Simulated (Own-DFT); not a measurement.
## Calculated data, GaP (zincblende, strained, atoms displaced)

A calculation, not a measurement: plane-wave PBE density functional theory by an unreviewed code, no spin, of a simulated periodic cell, stress positive in tension, free energy of the whole cell less one offset for each atom, forces on such cells passed a denser k mesh, this cell's mesh not checked; offsets are fitted by least squares, one for each functional and potential file, so energies compare only between cells with the same atoms and settings and are not formation energies; the far tail of each file's local potential was reset to the Coulomb form; each entry is a single point on an unrelaxed cell, so the pressure reflects the starting lattice, mostly measured values (interpolated for alloys), from which strain is counted, and rises with the displacements; printed positions are rounded, which can move forces by about a meV/angstrom; the program, named Own-DFT, is a retired in-house code; no spin-orbit coupling. Program: Own-DFT development build.

Settings shared by all entries: functional PBE; potential files PseudoDojo norm-conserving, scalar-relativistic, standard set; wave cutoff 42 hartree; occupations Fermi-Dirac; smearing width 0.1 eV; k mesh 3 x 3 x 3 centred on Gamma.

(1) GaP (zincblende, strained, atoms displaced)

```
GaP
1.0
     10.8620     0.0000     0.0000
      0.0000    10.8620     0.0000
      0.0000     0.0000    10.9361
Ga P Ga P Ga P Ga P Ga P Ga P Ga P Ga P
4 4 4 4 4 4 4 4 4 4 4 4 4 4 4 4
Direct
  0.99580 0.99561 0.99941
  0.99719 0.25310 0.24682
  0.24955 0.00061 0.24589
  0.24952 0.25140 0.00267
  0.12378 0.12573 0.12281
  0.12545 0.37693 0.37142
  0.37360 0.12403 0.37126
  0.37475 0.37846 0.12203
  0.99519 0.99823 0.50046
  0.99711 0.25073 0.74908
  0.24967 0.99974 0.74940
  0.24969 0.24675 0.49718
  0.12557 0.12494 0.62764
  0.12694 0.37509 0.87424
  0.36804 0.12343 0.87971
  0.37052 0.37801 0.62487
  0.00070 0.49544 0.99970
  0.00090 0.75310 0.24783
  0.25015 0.50176 0.24815
  0.25386 0.75232 0.00137
  0.12482 0.62986 0.12601
  0.12186 0.87828 0.37688
  0.37780 0.62320 0.37445
  0.37430 0.87219 0.12411
  0.00055 0.50207 0.49648
  0.00293 0.75198 0.75056
  0.25193 0.49670 0.75046
  0.25350 0.74681 0.50144
  0.12254 0.62194 0.63198
  0.12821 0.87807 0.87312
  0.37746 0.62579 0.87430
  0.37888 0.87686 0.63291
  0.49708 0.00116 0.99866
  0.49678 0.25464 0.25043
  0.75226 0.00232 0.25542
  0.74865 0.24597 0.00472
  0.62130 0.12611 0.12286
  0.62481 0.37189 0.37654
  0.87696 0.12398 0.37850
  0.87477 0.37585 0.12799
  0.49655 0.00574 0.49824
  0.49464 0.24861 0.74654
  0.74823 0.99383 0.74793
  0.74368 0.25131 0.49939
  0.62121 0.12370 0.62507
  0.62384 0.37487 0.87346
  0.87435 0.12297 0.87664
  0.87987 0.37589 0.62417
  0.49774 0.50080 0.00358
  0.50145 0.74761 0.25220
  0.75037 0.49776 0.25100
  0.75316 0.75079 0.00056
  0.62818 0.62776 0.12199
  0.62558 0.87449 0.37730
  0.87508 0.62101 0.37699
  0.87752 0.87816 0.12431
  0.50418 0.50540 0.50392
  0.50125 0.75058 0.75017
  0.75097 0.49775 0.74591
  0.75034 0.74584 0.49315
  0.62562 0.62577 0.62436
  0.62454 0.88115 0.87608
  0.87396 0.62631 0.87842
  0.87246 0.87768 0.62418
```

| Item | Value |
| --- | --- |
| free energy of cell above offsets | -35.176 eV |
| pressure | 3.16 GPa |
| stress xx | -3.35 GPa |
| stress yy | -3.31 GPa |
| stress zz | -2.82 GPa |
| stress yz | 0.13 GPa |
| stress xz | 0.24 GPa |
| stress xy | 0.29 GPa |

Force:
```
element  x (eV/Å)  y (eV/Å)  z (eV/Å)
     Ga     0.784     0.554     -0.36
     Ga     0.387    -0.518     0.466
     Ga    -0.294    -0.197     0.138
     Ga     -0.22    -0.002    -0.166
      P    -0.278    -0.057     0.123
      P     0.014    -0.244     0.193
      P    -0.047     0.204    -0.066
      P    -0.222    -0.235     0.532
     Ga     0.605     0.324      0.36
     Ga     0.326    -0.265     0.399
     Ga     0.009     0.238     0.112
     Ga    -0.235     0.346      0.16
      P    -0.279    -0.055    -0.475
      P    -0.232    -0.248     0.127
      P     0.504     0.337    -0.561
      P     0.555    -0.439    -0.611
     Ga     0.072     0.577     0.099
     Ga    -0.177    -0.132     0.473
     Ga    -0.061     0.121    -0.003
     Ga    -0.481    -0.313    -0.543
      P     0.064    -0.505    -0.375
      P     0.598    -0.422    -0.035
      P    -0.156    -0.014     0.135
      P     0.528     0.372     0.449
     Ga     0.451    -0.275     0.493
     Ga    -0.477     0.086     0.231
     Ga    -0.193     0.532     0.364
     Ga    -0.367     0.363     0.321
      P     0.401     0.175    -0.838
      P    -0.303    -0.407     0.435
      P    -0.244    -0.107     0.104
      P     -0.34    -0.044    -1.144
     Ga    -0.069    -0.027     0.215
     Ga     0.147    -0.308    -0.252
     Ga     -0.35    -0.061    -0.534
     Ga      0.09     0.519    -0.612
      P     0.017    -0.287     0.848
      P    -0.386     0.767    -0.215
      P    -0.285     0.753    -0.236
      P    -0.278    -0.111    -0.572
     Ga     0.173    -0.686     0.207
     Ga    -0.008     0.079     0.591
     Ga     0.025      0.92     0.183
     Ga      0.81    -0.411     0.514
      P     0.299     0.161     0.067
      P    -0.006    -0.193      0.17
      P    -0.241     0.099    -0.359
      P    -0.636    -0.133    -0.443
     Ga     0.646     0.198    -0.691
     Ga     0.132     0.283    -0.296
     Ga    -0.294     0.251    -0.025
     Ga    -0.225     0.484    -0.146
      P    -0.219    -0.368     0.567
      P    -0.279     0.255    -0.243
      P     0.143     0.502    -0.824
      P    -0.687    -0.353     0.521
     Ga    -0.465    -0.735    -0.324
     Ga     0.376    -0.006     0.379
     Ga     0.042     0.178     0.512
     Ga     0.022     0.377     0.743
      P     0.411     0.344     0.279
      P     0.001    -0.937     0.152
      P     0.277    -0.293    -0.597
      P     0.127    -1.012    -0.117
```

(2) GaP (zincblende, strained, atoms displaced)

```
GaP
1.0
     10.8620     0.0000     0.0000
      0.0000    10.8620     0.0000
      0.0000     0.0000    10.9361
Ga P Ga P Ga P Ga P Ga P Ga P Ga P Ga P
4 4 4 4 4 4 4 4 4 4 4 4 4 4 4 4
Direct
  0.00049 0.00427 0.99453
  0.99997 0.24814 0.25043
  0.24955 0.99795 0.25563
  0.25010 0.25269 0.00198
  0.12913 0.12702 0.12732
  0.13063 0.37416 0.37584
  0.37411 0.12785 0.37476
  0.37860 0.37190 0.12525
  0.00565 0.99425 0.50182
  0.99798 0.24945 0.74940
  0.25137 0.00307 0.75032
  0.24781 0.24932 0.50546
  0.13036 0.12504 0.62491
  0.13029 0.37435 0.87441
  0.37634 0.12659 0.87438
  0.37489 0.37733 0.62179
  0.99986 0.50631 0.00230
  0.00319 0.74889 0.25459
  0.24568 0.50796 0.24821
  0.25060 0.75057 0.00314
  0.12433 0.62225 0.12878
  0.12675 0.87533 0.37673
  0.37197 0.62049 0.37311
  0.37879 0.87817 0.12509
  0.00123 0.50047 0.50124
  0.99808 0.74955 0.75166
  0.24622 0.50004 0.74884
  0.24644 0.74045 0.49786
  0.12050 0.62457 0.62620
  0.12598 0.87941 0.87947
  0.38208 0.62398 0.87256
  0.37464 0.87375 0.62399
  0.49696 0.00122 0.00448
  0.49504 0.25074 0.25138
  0.75012 0.00028 0.25557
  0.75067 0.24821 0.00097
  0.62577 0.12547 0.12479
  0.62908 0.37585 0.37758
  0.87651 0.12539 0.37570
  0.87327 0.37533 0.12568
  0.50560 0.00772 0.50186
  0.49803 0.24853 0.75243
  0.74851 0.99577 0.74742
  0.75012 0.25191 0.49712
  0.62198 0.12039 0.62563
  0.62501 0.37663 0.87759
  0.87031 0.12317 0.87022
  0.87964 0.37592 0.62746
  0.49867 0.50068 0.00174
  0.50273 0.75180 0.24803
  0.75075 0.50313 0.25053
  0.75028 0.74552 0.99663
  0.62673 0.62129 0.12716
  0.62071 0.87399 0.37141
  0.87476 0.62188 0.37912
  0.87666 0.87814 0.12585
  0.49888 0.49782 0.49997
  0.50332 0.75118 0.74989
  0.75198 0.49696 0.74786
  0.75193 0.74638 0.50167
  0.62870 0.62421 0.62441
  0.62610 0.86922 0.87224
  0.87152 0.62634 0.87699
  0.87593 0.87374 0.62229
```

| Quantity | Value |
| --- | --- |
| free energy of cell above offsets | -34.903 eV |
| pressure | 3.24 GPa |
| stress xx | -3.39 GPa |
| stress yy | -3.38 GPa |
| stress zz | -2.95 GPa |
| stress yz | 0.34 GPa |
| stress xz | -0.16 GPa |
| stress xy | -0.18 GPa |

Force:
```
element  x (eV/Å)  y (eV/Å)  z (eV/Å)
     Ga    -0.166      0.11      0.79
     Ga     0.178     0.421     0.011
     Ga     0.357     0.289    -0.511
     Ga     0.325    -0.273    -0.073
      P    -0.394    -0.351     -0.24
      P    -0.666     0.176    -0.091
      P     -0.07    -0.268     0.511
      P    -0.702     0.912     0.072
     Ga    -0.392     0.779     0.001
     Ga     0.498    -0.163     0.218
     Ga     0.261    -0.528     0.087
     Ga      0.57     0.282    -0.658
      P    -0.956     -0.22     0.312
      P    -0.975     0.168     0.283
      P    -0.314    -0.193     0.476
      P    -0.069    -0.351     0.688
     Ga    -0.096    -0.857     -0.38
     Ga    -0.602     0.238    -0.255
     Ga     0.753    -1.555     0.184
     Ga     0.301     -0.14    -0.275
      P    -0.182     1.008    -0.617
      P     0.113    -0.587    -0.006
      P     0.723     0.578    -0.023
      P    -0.743      -0.5     0.423
     Ga      0.15    -0.501    -0.269
     Ga     0.138     0.375     0.278
     Ga     0.681     0.176    -0.001
     Ga     0.432     0.724      0.36
      P      0.19     0.082     0.203
      P     0.093    -0.579    -0.654
      P    -1.015      0.17     0.208
      P         0    -0.008    -0.253
     Ga     0.745     0.102    -0.839
     Ga      0.92    -0.051      0.07
     Ga    -0.024    -0.062    -0.554
     Ga    -0.126     0.201    -0.176
      P    -0.111    -0.056     0.439
      P    -0.657     0.055    -0.555
      P     0.201    -0.291      0.42
      P     0.393     0.033    -0.048
     Ga    -1.118    -1.149    -0.744
     Ga     0.304     0.516    -0.309
     Ga    -0.045    -0.105    -0.009
     Ga     0.249     -0.37     0.749
      P     0.946     1.209     0.427
      P     0.097    -0.267    -0.313
      P     0.272      0.21     0.198
      P    -0.428    -0.253    -0.501
     Ga     0.207    -0.225     0.031
     Ga    -0.458     -0.52    -0.024
     Ga     0.126    -0.489     0.177
     Ga    -0.166     0.709     0.918
      P    -0.231     0.518    -0.303
      P     0.663     0.142     0.972
      P     0.292     0.318    -0.426
      P    -0.038    -0.401    -0.128
     Ga     0.378     0.298    -0.133
     Ga    -0.264    -0.172    -0.541
     Ga     -0.21     0.092     0.357
     Ga    -0.376     0.467    -0.449
      P      -0.5    -0.178     0.064
      P    -0.106     0.812     0.713
      P     0.612    -0.505    -0.546
      P     0.034    -0.007     0.263
```

(3) GaP (zincblende, strained, atoms displaced)

```
GaP
1.0
     10.8620     0.0000     0.0000
      0.0000    10.8620     0.0000
      0.0000     0.0000    10.9361
Ga P Ga P Ga P Ga P Ga P Ga P Ga P Ga P
4 4 4 4 4 4 4 4 4 4 4 4 4 4 4 4
Direct
  0.99945 0.99762 0.99865
  0.99681 0.25136 0.24607
  0.24568 0.99587 0.25266
  0.24732 0.24601 0.99848
  0.12447 0.12245 0.12828
  0.12880 0.37472 0.36980
  0.37191 0.12873 0.37245
  0.37680 0.37442 0.12380
  0.00236 0.00225 0.50312
  0.00378 0.24702 0.75191
  0.24919 0.00118 0.74899
  0.25074 0.25365 0.50075
  0.12350 0.12738 0.62712
  0.12086 0.37600 0.88099
  0.37958 0.11962 0.87241
  0.37259 0.37741 0.62305
  0.00337 0.49993 0.99616
  0.99864 0.74867 0.24346
  0.25037 0.49926 0.25240
  0.25111 0.75139 0.00486
  0.12396 0.62869 0.12816
  0.12269 0.87570 0.37480
  0.37180 0.62598 0.37538
  0.37785 0.87636 0.12948
  0.00490 0.49888 0.50335
  0.99871 0.75019 0.74758
  0.25245 0.50183 0.74957
  0.25091 0.75411 0.50356
  0.12896 0.62558 0.62206
  0.12667 0.87198 0.87494
  0.37485 0.62818 0.87197
  0.37481 0.87703 0.62245
  0.50261 0.99971 0.00434
  0.49921 0.25353 0.24917
  0.75442 0.00068 0.25531
  0.74937 0.24610 0.99823
  0.62423 0.12585 0.12234
  0.62623 0.37920 0.37564
  0.87466 0.12450 0.37472
  0.87275 0.37188 0.12404
  0.49461 0.00152 0.50307
  0.49789 0.24834 0.75256
  0.74570 0.00084 0.74805
  0.75106 0.24581 0.50600
  0.62429 0.12419 0.62934
  0.62367 0.37725 0.87919
  0.87389 0.12715 0.87616
  0.87374 0.37250 0.62278
  0.49890 0.49804 0.99778
  0.49971 0.74876 0.24828
  0.75515 0.50176 0.25273
  0.74925 0.75359 0.99790
  0.62655 0.62401 0.12097
  0.62987 0.87998 0.37651
  0.87864 0.62210 0.37446
  0.87493 0.87087 0.12537
  0.49794 0.49321 0.49861
  0.49724 0.75136 0.74681
  0.75006 0.50213 0.75487
  0.74733 0.74886 0.49968
  0.63036 0.62593 0.63272
  0.62581 0.87604 0.86914
  0.87818 0.62567 0.87115
  0.87567 0.87100 0.62875
```

| Property | Result |
| --- | --- |
| free energy of cell above offsets | -35.007 eV |
| pressure | 3.21 GPa |
| stress xx | -3.4 GPa |
| stress yy | -3.41 GPa |
| stress zz | -2.83 GPa |
| stress yz | 0.17 GPa |
| stress xz | 0.15 GPa |
| stress xy | -0.16 GPa |

Force:
```
element  x (eV/Å)  y (eV/Å)  z (eV/Å)
     Ga     0.031     0.078     0.126
     Ga     0.296    -0.164      0.38
     Ga     0.424     0.408    -0.071
     Ga     0.419    -0.045     0.167
      P    -0.136    -0.047    -0.429
      P    -0.741    -0.236     0.577
      P     0.195    -0.353     0.279
      P    -0.614     0.127    -0.179
     Ga    -0.475    -0.349    -0.114
     Ga    -0.684     0.618     0.101
     Ga    -0.032     -0.23     0.113
     Ga    -0.277    -0.302    -0.233
      P     0.594    -0.071    -0.303
      P     1.058    -0.388    -1.105
      P    -0.651     0.278     0.534
      P     0.274     -0.51     0.651
     Ga     -0.78     0.546     0.941
     Ga     -0.08     0.124     1.015
     Ga     0.209     0.269    -0.596
     Ga     0.145    -0.033     -0.22
      P     0.468     -0.85    -0.552
      P      -0.2    -0.413      0.27
      P      0.49     0.064     0.242
      P    -0.329      0.05    -0.314
     Ga    -0.188    -0.253    -0.522
     Ga     0.642    -0.273     0.151
     Ga    -0.469    -0.141     0.281
     Ga    -0.165    -0.201    -0.733
      P    -0.301     0.084     0.539
      P    -0.071      0.23    -0.084
      P    -0.024    -0.135     0.552
      P    -0.194     -0.05     0.484
     Ga     0.003    -0.344     -0.49
     Ga     0.371    -0.143     0.133
     Ga    -0.306    -0.018    -0.905
     Ga    -0.151     0.472     0.174
      P     0.343    -0.112     0.839
      P     0.256    -0.817    -0.022
      P     0.434     0.385     0.439
      P     0.077     0.569    -0.322
     Ga     0.578     0.393    -0.712
     Ga     0.229     0.589    -0.183
     Ga     0.873    -0.096      0.24
     Ga    -0.372     0.209    -0.718
      P    -0.426     0.223    -0.511
      P     0.228    -0.524     -0.62
      P     0.148    -0.626    -0.389
      P     0.429     0.337     0.757
     Ga    -0.173     0.528     0.218
     Ga     0.539    -0.076     0.426
     Ga    -0.399     -0.13    -0.483
     Ga     0.029    -0.402    -0.258
      P    -0.021     0.022     0.317
      P    -0.941      -0.5     0.098
      P     0.083     0.516     0.403
      P    -0.255     0.752    -0.201
     Ga     0.362     1.181     0.226
     Ga     0.324      0.01     0.089
     Ga     0.252    -0.601    -0.193
     Ga     0.458    -0.104     0.005
      P    -0.955    -0.257    -1.011
      P    -0.468     -0.08     0.718
      P    -0.108     0.038     0.685
      P    -0.276     0.771    -0.696
```

(4) GaP (zincblende, strained, atoms displaced)

```
GaP
1.0
     10.8620     0.0000     0.0000
      0.0000    10.8620     0.0000
      0.0000     0.0000    10.9361
Ga P Ga P Ga P Ga P Ga P Ga P Ga P Ga P
4 4 4 4 4 4 4 4 4 4 4 4 4 4 4 4
Direct
  0.00204 0.00252 0.00103
  0.99750 0.25029 0.24874
  0.24791 0.00034 0.24913
  0.24477 0.25053 0.00388
  0.12530 0.12616 0.12239
  0.12975 0.37350 0.37339
  0.37793 0.12874 0.37080
  0.36925 0.37396 0.12569
  0.00079 0.00253 0.50103
  0.00032 0.25240 0.74766
  0.24791 0.99788 0.74793
  0.25065 0.25040 0.49357
  0.12613 0.12355 0.62631
  0.12409 0.38032 0.87628
  0.37776 0.12365 0.87497
  0.37483 0.37021 0.62106
  0.99853 0.50297 0.00025
  0.00013 0.74711 0.24942
  0.25231 0.50350 0.24924
  0.25236 0.75145 0.99918
  0.12386 0.62808 0.12793
  0.12476 0.87163 0.37319
  0.37744 0.63032 0.37546
  0.37254 0.87274 0.12283
  0.00013 0.49827 0.50134
  0.99646 0.75387 0.75136
  0.25122 0.50053 0.75783
  0.24762 0.74650 0.49855
  0.12397 0.62275 0.62841
  0.12605 0.87825 0.87293
  0.37290 0.62306 0.87377
  0.37500 0.87949 0.62015
  0.49945 0.99914 0.00358
  0.49704 0.25041 0.24746
  0.75109 0.99902 0.25098
  0.75164 0.24550 0.99867
  0.62708 0.12692 0.12269
  0.62147 0.37798 0.37511
  0.87663 0.12736 0.37612
  0.86962 0.37343 0.12707
  0.50270 0.99818 0.49691
  0.49884 0.24670 0.75143
  0.74753 0.99653 0.75579
  0.74781 0.24937 0.49857
  0.62472 0.12324 0.62881
  0.62456 0.37688 0.87822
  0.87473 0.12658 0.87725
  0.87346 0.37572 0.62431
  0.50067 0.49978 0.00549
  0.49779 0.74995 0.24702
  0.75001 0.49737 0.25141
  0.75235 0.74829 0.00047
  0.62259 0.62624 0.12289
  0.62205 0.87316 0.37845
  0.87678 0.62275 0.37655
  0.87653 0.87908 0.11875
  0.50416 0.49690 0.50206
  0.50044 0.75181 0.75239
  0.74807 0.50237 0.75335
  0.74844 0.74886 0.50003
  0.62902 0.62628 0.62184
  0.62879 0.87566 0.87547
  0.87781 0.62504 0.87471
  0.87967 0.87435 0.63086
```

| Item | Value |
| --- | --- |
| free energy of cell above offsets | -35.164 eV |
| pressure | 3.18 GPa |
| stress xx | -3.35 GPa |
| stress yy | -3.35 GPa |
| stress zz | -2.84 GPa |
| stress yz | 0.21 GPa |
| stress xz | 0.32 GPa |
| stress xy | -0.22 GPa |

Force:
```
element  x (eV/Å)  y (eV/Å)  z (eV/Å)
     Ga     0.051     0.037    -0.515
     Ga     0.383     0.157     0.055
     Ga     0.208    -0.021     0.087
     Ga     0.514     0.061    -0.943
      P    -0.347    -0.179     0.672
      P     -0.74      0.45    -0.226
      P    -0.247    -0.867     0.273
      P     0.492     0.272    -0.105
     Ga     0.057     -0.41    -0.031
     Ga    -0.033    -0.058     0.209
     Ga       0.6     0.313     0.082
     Ga     -0.01    -0.422     0.568
      P     0.081     0.554    -0.354
      P    -0.192    -0.728     0.162
      P    -0.764    -0.017     0.346
      P    -0.064     0.513     0.679
     Ga     0.008    -0.244     0.512
     Ga    -0.499     0.539     0.017
     Ga    -0.083     0.088     0.333
     Ga    -0.585    -0.253    -0.273
      P     0.324    -0.338    -0.624
      P      -0.2     0.478      0.21
      P     0.036     -0.86     0.111
      P     0.237     0.476      0.35
     Ga     0.336     -0.14    -0.054
     Ga     0.858    -0.569     0.197
     Ga    -0.043     -0.39     -1.24
     Ga     0.072     0.256     0.428
      P     0.076     0.194     0.013
      P    -0.168    -0.405     0.421
      P     0.791     0.424     0.568
      P    -0.131    -0.698     0.342
     Ga     0.185     0.014    -0.303
     Ga     0.486     0.288    -0.201
     Ga    -0.103     0.043     0.022
     Ga    -0.241     0.657     0.008
      P    -0.326    -0.324     0.555
      P     0.303    -0.673    -0.329
      P     -0.24    -0.341    -0.075
      P     0.534     0.154    -0.475
     Ga    -0.326     0.736     0.316
     Ga     0.154     0.488    -0.083
     Ga     0.657     0.547    -0.615
     Ga    -0.108      0.09     0.269
      P     0.219    -0.094    -0.409
      P    -0.071    -0.321     -0.19
      P     0.404    -0.235    -0.557
      P    -0.228    -0.032     0.117
     Ga    -0.487    -0.204    -0.474
     Ga     0.202     0.194     0.155
     Ga    -0.244     0.492     0.012
     Ga    -0.056     0.099    -0.168
      P     0.562     -0.01     0.545
      P     0.578     -0.07    -0.878
      P    -0.261     0.196    -0.215
      P    -0.095    -0.586     0.882
     Ga    -0.627     0.541     0.083
     Ga    -0.073     0.011    -0.526
     Ga     0.167    -0.183    -0.253
     Ga     0.744     0.345      0.03
      P    -0.628     -0.18     0.757
      P    -0.736    -0.486     0.624
      P    -0.364     0.127     0.071
      P    -0.999     0.504    -0.965
```
